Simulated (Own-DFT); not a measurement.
Simulation results for AlN (wurtzite, atoms displaced)

Computed with Own-DFT development build. A calculation, not a measurement: plane-wave PBE density functional theory by an unreviewed code, no spin, of a simulated periodic cell, stress positive in tension, free energy of the whole cell less one offset for each atom, forces on such cells passed a denser k mesh, this cell's mesh not checked; offsets are fitted by least squares, one for each functional and potential file, so energies compare only between cells with the same atoms and settings and are not formation energies; the far tail of each file's local potential was reset to the Coulomb form; each entry is a single point on an unrelaxed cell, so the pressure reflects the starting lattice, mostly measured values (interpolated for alloys), from which strain is counted, and rises with the displacements; printed positions are rounded, which can move forces by about a meV/angstrom; the program, named Own-DFT, is a retired in-house code; no spin-orbit coupling.

Settings shared by all entries: functional PBE; potential files PseudoDojo norm-conserving, scalar-relativistic, standard set; wave cutoff 42 hartree; occupations Fermi-Dirac; smearing width 0.1 eV; hardware one NVIDIA H100; k mesh 2 x 2 x 2 centred on Gamma.

(1) AlN (wurtzite, atoms displaced)

```
AlN
1.0
     12.4480     0.0000     0.0000
     -6.2240    10.7803     0.0000
      0.0000     0.0000     9.9640
Al N Al N Al N Al N Al N Al N Al N Al N Al N Al N Al N Al N Al N Al N Al N Al N Al N Al N Al N Al N Al N Al N Al N Al N Al N Al N Al N Al N Al N Al N Al N Al N
2 2 2 2 2 2 2 2 2 2 2 2 2 2 2 2 2 2 2 2 2 2 2 2 2 2 2 2 2 2 2 2 2 2 2 2 2 2 2 2 2 2 2 2 2 2 2 2 2 2 2 2 2 2 2 2 2 2 2 2 2 2 2 2
Direct
  0.08674 0.16878 0.00194
  0.16482 0.08440 0.25063
  0.08289 0.16830 0.19279
  0.16686 0.08217 0.44194
  0.08127 0.16340 0.50377
  0.16895 0.08518 0.74684
  0.08215 0.16461 0.68754
  0.16643 0.08350 0.94237
  0.08377 0.41754 0.00350
  0.16354 0.33232 0.24945
  0.08450 0.41531 0.19067
  0.16657 0.33359 0.44161
  0.08278 0.41503 0.49982
  0.16715 0.33237 0.75101
  0.08070 0.41410 0.69237
  0.16762 0.33418 0.94137
  0.08193 0.66539 0.00251
  0.16851 0.58448 0.24813
  0.07953 0.66564 0.19327
  0.16513 0.58460 0.44058
  0.08299 0.66639 0.50076
  0.16589 0.58327 0.75125
  0.08142 0.66616 0.69020
  0.16153 0.58257 0.94065
  0.08611 0.91806 0.00142
  0.16689 0.83440 0.24799
  0.08203 0.91893 0.19045
  0.16462 0.83115 0.44063
  0.08513 0.91604 0.49797
  0.16681 0.83307 0.74670
  0.08224 0.91668 0.69295
  0.16728 0.83405 0.94128
  0.33049 0.16356 0.00184
  0.41990 0.08435 0.24797
  0.33282 0.16717 0.19165
  0.41970 0.08592 0.43788
  0.33306 0.16949 0.50078
  0.41464 0.08285 0.75165
  0.33493 0.17047 0.69014
  0.41680 0.08505 0.93804
  0.33564 0.41779 0.00056
  0.41718 0.33293 0.24873
  0.33311 0.41619 0.18876
  0.41682 0.33611 0.43899
  0.33392 0.41679 0.49907
  0.41740 0.33442 0.75169
  0.33279 0.41748 0.68820
  0.41788 0.33510 0.93831
  0.33488 0.66737 0.99898
  0.41578 0.58435 0.24701
  0.33481 0.66583 0.18904
  0.41731 0.58525 0.44444
  0.33415 0.66705 0.50087
  0.41585 0.58415 0.75173
  0.33274 0.66389 0.69422
  0.41357 0.58088 0.94139
  0.33539 0.91729 0.00019
  0.41339 0.82864 0.25099
  0.33313 0.91765 0.19094
  0.41596 0.83392 0.44115
  0.33283 0.91223 0.49799
  0.41911 0.83594 0.74860
  0.33564 0.91477 0.69100
  0.41718 0.83361 0.93960
  0.58058 0.16468 0.99914
  0.66398 0.08372 0.24939
  0.58313 0.16405 0.19169
  0.66695 0.08494 0.44435
  0.58182 0.16614 0.50142
  0.66528 0.08216 0.75041
  0.58389 0.16937 0.68602
  0.66240 0.08434 0.94342
  0.58616 0.41722 0.99903
  0.66838 0.33524 0.25135
  0.58206 0.41536 0.19161
  0.66472 0.33403 0.44002
  0.58451 0.42135 0.50254
  0.67003 0.33326 0.75052
  0.58182 0.41362 0.68849
  0.66764 0.33548 0.93940
  0.58198 0.66789 0.99956
  0.66674 0.58273 0.25182
  0.58276 0.66816 0.18904
  0.66445 0.58458 0.43967
  0.58054 0.66624 0.49970
  0.66590 0.58254 0.74601
  0.58361 0.66718 0.69113
  0.66533 0.58429 0.93910
  0.58117 0.91352 0.00018
  0.66466 0.83185 0.24826
  0.58285 0.91409 0.19182
  0.66824 0.83349 0.44095
  0.58772 0.91718 0.50572
  0.66622 0.83553 0.74568
  0.58385 0.91843 0.69388
  0.66851 0.83474 0.94193
  0.83207 0.16732 0.99743
  0.91440 0.08160 0.24802
  0.82935 0.16382 0.19293
  0.91991 0.08790 0.44142
  0.83345 0.16798 0.50017
  0.91680 0.08539 0.74684
  0.83450 0.16586 0.69429
  0.91863 0.08486 0.94123
  0.83280 0.41320 0.00105
  0.91639 0.33224 0.25177
  0.83399 0.41802 0.19189
  0.91529 0.33644 0.44269
  0.83086 0.41407 0.50096
  0.92007 0.33692 0.74717
  0.83046 0.41715 0.69049
  0.91813 0.33514 0.93984
  0.83270 0.66404 0.99993
  0.91673 0.58363 0.25289
  0.83307 0.66779 0.19128
  0.91791 0.58250 0.43855
  0.83184 0.66647 0.49777
  0.91669 0.58429 0.74884
  0.83275 0.66673 0.69622
  0.91622 0.58520 0.93765
  0.83414 0.91728 0.99955
  0.91856 0.83502 0.24833
  0.83383 0.91823 0.19543
  0.91304 0.83202 0.43960
  0.83550 0.91829 0.50075
  0.91907 0.83241 0.75282
  0.83329 0.91762 0.68736
  0.91572 0.83095 0.93984
```

```
free energy of cell above offsets : -62.318 eV
pressure                          : 3.78 GPa
stress xx                         : -4.42 GPa
stress yy                         : -3.08 GPa
stress zz                         : -3.84 GPa
stress yz                         : -0.15 GPa
stress xz                         : 0.33 GPa
stress xy                         : 0.27 GPa
wall time                         : 348 s
```

Force:
```
element  x (eV/Å)  y (eV/Å)  z (eV/Å)
     Al    -0.599    -0.193    -0.151
     Al     0.375     0.151      0.16
      N    -0.014    -0.399    -0.303
      N    -0.179     0.138    -0.061
     Al     0.335     0.803    -1.075
     Al    -0.352    -0.289     0.556
      N     0.224     0.447     1.041
      N       0.1     0.033    -0.516
     Al     0.058     -0.27     -0.78
     Al     1.004     0.192     0.471
      N    -0.785     0.462     0.333
      N     0.021    -0.285    -0.126
     Al    -0.075     0.453     0.109
     Al    -0.123      0.05    -0.226
      N     0.805     0.753    -0.449
      N     0.022     0.083     0.019
     Al    -0.587     0.388    -0.346
     Al    -0.538      -0.3     0.388
      N     0.958     0.373     -0.38
      N     0.784    -0.265    -0.049
     Al    -0.214     -0.24    -0.211
     Al    -0.136    -0.204    -0.184
      N     0.462     0.088    -0.033
      N     1.119     0.216     0.412
     Al    -0.665    -0.431     -0.49
     Al    -0.325    -0.095     0.197
      N     0.713    -0.103     0.158
      N     0.409     0.323    -0.154
     Al    -0.843    -0.185     0.381
     Al     0.005    -0.003     0.647
      N     0.691     0.213    -0.644
      N     0.333    -0.101    -0.052
     Al     0.147     1.013    -0.246
     Al    -0.799    -0.026     0.568
      N     0.156     -0.38    -0.142
      N    -0.783    -0.797     0.488
     Al     0.728     -0.13    -0.546
     Al     0.408     0.383    -0.976
      N     0.076    -0.707     0.116
      N    -0.126     -0.48     0.632
     Al    -0.192    -0.524    -0.139
     Al    -0.337     0.169      0.18
      N    -0.195      0.12     0.501
      N      0.28    -0.222     0.155
     Al    -0.377     0.121    -0.026
     Al    -0.151     0.296    -0.433
      N     0.196    -0.095     0.561
      N     0.169     -0.55     0.741
     Al    -0.729    -0.314    -0.373
     Al     0.749    -0.609     0.684
      N    -0.778      0.06    -0.072
      N    -0.328    -0.323    -1.044
     Al    -0.437    -0.218     0.242
     Al     0.558    -0.506    -0.277
      N     -0.48     0.903    -0.383
      N     0.247      0.74    -0.047
     Al    -0.436    -0.115    -0.198
     Al     0.346       1.1     -0.07
      N     0.341    -0.385      -0.1
      N     0.971    -0.423     0.135
     Al    -0.626     1.346     0.101
     Al     -0.13    -1.001     0.362
      N    -0.841     0.473    -0.303
      N    -0.059    -0.148     0.066
     Al    -0.065     0.916       0.3
     Al     0.684     -0.79     0.585
      N    -0.396         1    -0.615
      N     0.156    -0.411     -0.34
     Al     0.037     0.422    -0.636
     Al    -0.134     1.011     0.128
      N     0.096    -0.743       1.4
      N     0.906    -0.587    -0.571
     Al    -0.753     0.277     0.067
     Al     -0.25    -0.458    -0.095
      N     0.397     0.309    -0.332
      N     0.187     0.103     0.221
     Al     0.006    -1.033    -0.688
     Al    -1.097    -0.101    -0.194
      N      0.18     0.605     0.581
      N     0.312    -0.782     0.337
     Al     0.513    -0.258    -0.261
     Al    -0.356     0.175    -0.678
      N     0.194    -0.557      0.27
      N     0.333     0.065     0.377
     Al     0.472     0.481     0.191
     Al    -0.063    -0.096     0.758
      N      -0.4     0.065    -0.089
      N     0.095     -0.21     0.137
     Al     0.306     0.696     0.256
     Al     0.463     0.377     0.498
      N    -0.783     0.254    -0.125
      N    -0.331     0.018     0.155
     Al    -0.675     0.182    -1.206
     Al     0.966    -0.462     0.824
      N     0.013    -0.247    -0.307
      N    -0.434    -0.069    -0.551
     Al     0.207    -0.149      0.32
     Al     0.033     0.607     0.535
      N     0.285     0.648    -0.474
      N    -0.474     -0.71    -0.197
     Al     0.071    -0.003     0.147
     Al     0.564    -0.696      0.72
      N     -0.89     0.555    -0.495
      N    -0.151    -0.011    -0.102
     Al    -0.236     1.015    -0.208
     Al    -0.215     0.029    -0.163
      N     0.227    -0.317    -0.168
      N     0.746    -0.663    -0.173
     Al    -0.537     0.691    -0.181
     Al    -0.932    -0.748     0.563
      N     1.097      0.18    -0.085
      N     0.027     -0.33     0.094
     Al    -0.513     0.349    -0.135
     Al    -0.436    -0.079    -0.466
      N     0.184    -0.272     0.055
      N      -0.7     0.001      0.94
     Al     0.307     0.006     0.508
     Al    -0.199    -0.225     0.211
      N     0.078    -0.018    -1.394
      N     0.516    -0.796     0.643
     Al     0.274     0.035     0.228
     Al    -0.643    -0.367     0.286
      N    -0.015    -0.576    -0.923
      N     1.005     0.338     0.086
     Al    -0.242     0.056    -0.541
     Al    -0.994     0.205    -0.354
      N     0.248     -0.06     0.793
      N     0.176     0.578     0.731
```

(2) AlN (wurtzite, atoms displaced)

```
AlN
1.0
     12.4480     0.0000     0.0000
     -6.2240    10.7803     0.0000
      0.0000     0.0000     9.9640
Al N Al N Al N Al N Al N Al N Al N Al N Al N Al N Al N Al N Al N Al N Al N Al N Al N Al N Al N Al N Al N Al N Al N Al N Al N Al N Al N Al N Al N Al N Al N Al N
2 2 2 2 2 2 2 2 2 2 2 2 2 2 2 2 2 2 2 2 2 2 2 2 2 2 2 2 2 2 2 2 2 2 2 2 2 2 2 2 2 2 2 2 2 2 2 2 2 2 2 2 2 2 2 2 2 2 2 2 2 2 2 2
Direct
  0.08460 0.16691 0.99629
  0.16711 0.08277 0.25281
  0.08186 0.16548 0.18754
  0.16760 0.08416 0.43932
  0.08178 0.16499 0.49778
  0.16691 0.08313 0.75570
  0.08392 0.16956 0.69037
  0.16701 0.08523 0.94252
  0.08381 0.41611 0.99997
  0.16690 0.33384 0.25105
  0.08433 0.41780 0.18955
  0.16510 0.33204 0.43976
  0.08012 0.41525 0.50243
  0.16528 0.33570 0.74796
  0.08343 0.41808 0.69238
  0.16807 0.33365 0.94304
  0.08322 0.66599 0.99674
  0.16578 0.58420 0.24869
  0.08453 0.66543 0.18646
  0.17006 0.58558 0.44639
  0.08351 0.66998 0.49775
  0.16662 0.58425 0.75338
  0.08426 0.66752 0.69352
  0.16661 0.58261 0.93838
  0.08356 0.91498 0.00200
  0.16628 0.83379 0.24838
  0.08036 0.91300 0.19088
  0.16458 0.83357 0.44111
  0.08305 0.91845 0.50248
  0.16850 0.83886 0.75092
  0.08325 0.91804 0.69037
  0.16438 0.83294 0.94152
  0.33491 0.16506 0.99874
  0.42199 0.08554 0.24921
  0.33476 0.16440 0.18666
  0.41841 0.08458 0.44376
  0.33143 0.16705 0.50137
  0.41435 0.08357 0.75096
  0.33563 0.16673 0.69141
  0.41464 0.08488 0.93881
  0.33221 0.41747 0.99472
  0.41899 0.33483 0.25353
  0.32872 0.41345 0.18996
  0.41739 0.33197 0.44115
  0.33455 0.41669 0.49867
  0.41837 0.33228 0.75109
  0.33209 0.41529 0.69121
  0.41524 0.33173 0.94212
  0.33470 0.66527 0.99695
  0.41575 0.58170 0.25051
  0.33431 0.67004 0.19001
  0.41691 0.58284 0.43944
  0.33205 0.66673 0.50195
  0.41672 0.58359 0.74671
  0.33139 0.66339 0.69040
  0.41568 0.58228 0.94137
  0.33747 0.91935 0.00001
  0.41613 0.83236 0.24911
  0.33055 0.91458 0.19207
  0.41864 0.83298 0.43596
  0.33152 0.91499 0.49795
  0.41437 0.83514 0.74814
  0.33451 0.91792 0.69282
  0.41608 0.83414 0.94260
  0.58187 0.16576 0.00177
  0.66643 0.08167 0.25183
  0.58293 0.16563 0.18789
  0.66632 0.08379 0.43834
  0.58291 0.16539 0.49698
  0.66806 0.08426 0.75088
  0.58218 0.16553 0.68956
  0.66706 0.08114 0.94105
  0.58721 0.41676 0.00182
  0.66341 0.32929 0.24963
  0.58362 0.41646 0.19067
  0.66701 0.33185 0.44076
  0.58537 0.41828 0.49599
  0.66267 0.32896 0.75079
  0.58539 0.41794 0.68922
  0.66525 0.33273 0.94085
  0.58285 0.66671 0.99769
  0.66648 0.58158 0.24887
  0.58383 0.66610 0.19015
  0.67058 0.58580 0.44400
  0.58121 0.66427 0.49821
  0.66847 0.58388 0.75031
  0.58375 0.66820 0.69365
  0.66547 0.58221 0.94453
  0.58506 0.91823 0.99891
  0.66673 0.83425 0.24905
  0.58096 0.91449 0.19532
  0.66671 0.83534 0.43838
  0.58172 0.91425 0.50012
  0.66480 0.82927 0.74998
  0.58080 0.91731 0.68946
  0.66664 0.83419 0.93945
  0.83261 0.16530 0.00089
  0.91566 0.08212 0.25208
  0.83668 0.17169 0.19194
  0.91840 0.08500 0.44149
  0.83449 0.16513 0.49739
  0.91848 0.08323 0.74957
  0.83260 0.16720 0.69026
  0.91282 0.08245 0.94162
  0.83323 0.41589 0.99976
  0.91868 0.33512 0.25026
  0.83455 0.41485 0.19469
  0.91647 0.33397 0.44183
  0.83371 0.41752 0.50398
  0.91499 0.33256 0.74631
  0.83136 0.41560 0.69222
  0.91800 0.33637 0.94237
  0.83407 0.66984 0.00440
  0.91541 0.58330 0.24479
  0.83431 0.66660 0.18782
  0.91903 0.58564 0.43740
  0.83376 0.66844 0.49931
  0.91642 0.58521 0.74789
  0.83719 0.67216 0.69291
  0.91753 0.58513 0.94275
  0.83045 0.91250 0.00355
  0.91638 0.83365 0.25011
  0.83312 0.91637 0.19209
  0.92085 0.83722 0.44367
  0.83396 0.91501 0.49967
  0.91877 0.83337 0.74877
  0.83127 0.91557 0.68731
  0.91815 0.83160 0.94557
```

```
free energy of cell above offsets : -62.194 eV
pressure                          : 3.78 GPa
stress xx                         : -4.17 GPa
stress yy                         : -3.56 GPa
stress zz                         : -3.62 GPa
stress yz                         : -0.18 GPa
stress xz                         : 0.02 GPa
stress xy                         : 0.01 GPa
wall time                         : 359.5 s
```

Force:
```
element  x (eV/Å)  y (eV/Å)  z (eV/Å)
     Al     -0.75    -0.027     0.704
     Al    -0.029     0.077    -1.234
      N     0.238    -0.077     0.635
      N     -0.14    -0.126     0.536
     Al     0.339     0.613     0.408
     Al    -0.193      0.58    -0.842
      N     0.437    -0.608     0.064
      N     0.431     -0.81     -0.09
     Al    -0.112     0.126    -0.023
     Al    -0.429    -0.506    -0.441
      N     0.044     0.035     0.347
      N     0.137     0.231     0.442
     Al      0.62     0.553    -0.272
     Al     0.448     -0.23     0.495
      N    -0.342    -0.122    -0.157
      N    -0.592    -0.097    -0.926
     Al     0.162     0.074     0.106
     Al     0.595    -0.035     0.436
      N    -0.602     0.344     0.518
      N    -0.986    -0.521    -1.011
     Al     0.496    -0.676      0.68
     Al    -0.154    -0.137    -0.816
      N    -0.301     0.476    -0.461
      N     0.258     0.104     0.661
     Al    -0.196     0.493     0.038
     Al     -0.05    -0.505     0.073
      N     0.137     0.741     0.278
      N      0.19      0.48    -0.154
     Al     0.561     0.107    -0.395
     Al     0.189    -1.109     0.093
      N     0.144     0.415     0.309
      N     0.835     0.509    -0.162
     Al    -0.999     0.683     0.379
     Al    -1.238    -0.905     0.433
      N    -0.138      0.39     1.045
      N    -0.551    -0.348    -0.663
     Al     0.744    -0.208    -0.043
     Al     0.965     0.023    -0.492
      N     -0.95    -0.073    -0.023
      N     1.099    -0.469     0.212
     Al     0.625    -0.486     0.941
     Al    -0.752    -0.706    -1.185
      N     1.065     0.656     0.061
      N    -0.105     0.436     0.107
     Al    -0.526    -0.285      0.22
     Al    -0.335     0.425     0.022
      N     0.391     0.179     -0.21
      N     0.566     0.419    -0.213
     Al    -0.726     0.383     0.582
     Al    -0.349     0.187    -0.643
      N     0.294     -1.05     -0.18
      N    -0.086    -0.064     0.381
     Al      0.54     0.171    -0.379
     Al    -0.031    -0.348     0.524
      N     0.038     0.915     0.291
      N     0.328      0.32    -0.648
     Al    -0.997    -0.613     0.229
     Al    -0.337     0.059    -0.152
      N     0.595     0.829    -0.188
      N    -0.738    -0.142      1.09
     Al     0.413     0.302      0.07
     Al     0.777    -0.613     0.477
      N    -0.668     0.001    -0.644
      N     0.489    -0.051    -0.547
     Al     0.285    -0.012    -0.871
     Al     0.279      0.34    -0.503
      N     0.485    -0.076     0.402
      N      0.34    -0.297     0.481
     Al     0.181     0.203     0.787
     Al    -0.321    -0.286    -0.367
      N     0.032    -0.178     0.246
      N    -0.598     0.674     0.136
     Al    -1.239    -0.143    -0.339
     Al     0.792     0.793     0.205
      N     0.189    -0.154     0.442
      N    -0.213      0.29     -0.18
     Al     0.234    -0.454     0.722
     Al     0.234     0.575    -0.296
      N    -0.179    -0.055     0.009
      N     0.479    -0.317     0.156
     Al    -0.078    -0.181     0.392
     Al     0.036      0.58     0.066
      N    -0.054    -0.015     0.102
      N    -0.636    -0.325    -0.783
     Al     0.218     0.867      0.25
     Al    -0.054    -0.021     0.266
      N     0.231      -0.9    -0.756
      N     0.348     0.355     -0.57
     Al    -0.346    -0.624     0.476
     Al    -0.089    -0.489     0.185
      N     0.422      0.66    -1.139
      N     0.509    -0.662      0.43
     Al     0.001     0.641    -0.178
     Al    -0.354     1.433    -0.204
      N     0.554    -0.315     0.315
      N     0.071    -0.397     0.284
     Al     0.012      0.81     0.061
     Al     0.179     0.644    -0.628
      N    -0.249    -1.283     0.072
      N    -0.091    -0.821    -0.159
     Al    -0.749     0.384     0.362
     Al    -0.714    -0.123     0.084
      N     0.415     -0.28    -0.205
      N     0.938    -0.391     -0.23
     Al     0.022     0.396      0.25
     Al     0.145     0.113     0.211
      N    -1.015     0.143    -0.754
      N    -0.023     -0.15     0.102
     Al    -0.041     0.048     -0.87
     Al     0.237     0.251     0.856
      N    -0.209     0.352     0.055
      N      0.03    -0.865    -0.566
     Al     0.315     -0.93      -1.1
     Al      0.74     -0.17     0.403
      N    -0.601     0.129     1.227
      N    -0.554    -0.273     0.398
     Al     0.844     0.243     0.266
     Al     0.403    -0.234     0.716
      N    -0.339    -1.097    -0.629
      N    -0.519    -0.435    -0.318
     Al     0.379     0.834    -0.643
     Al     0.162    -0.183     0.219
      N    -0.172    -0.105     0.138
      N     -0.51    -0.706    -0.659
     Al    -0.627     0.386    -0.132
     Al    -0.703     0.655     0.754
      N     0.459     0.037     0.744
      N    -0.712     0.719    -0.886
```
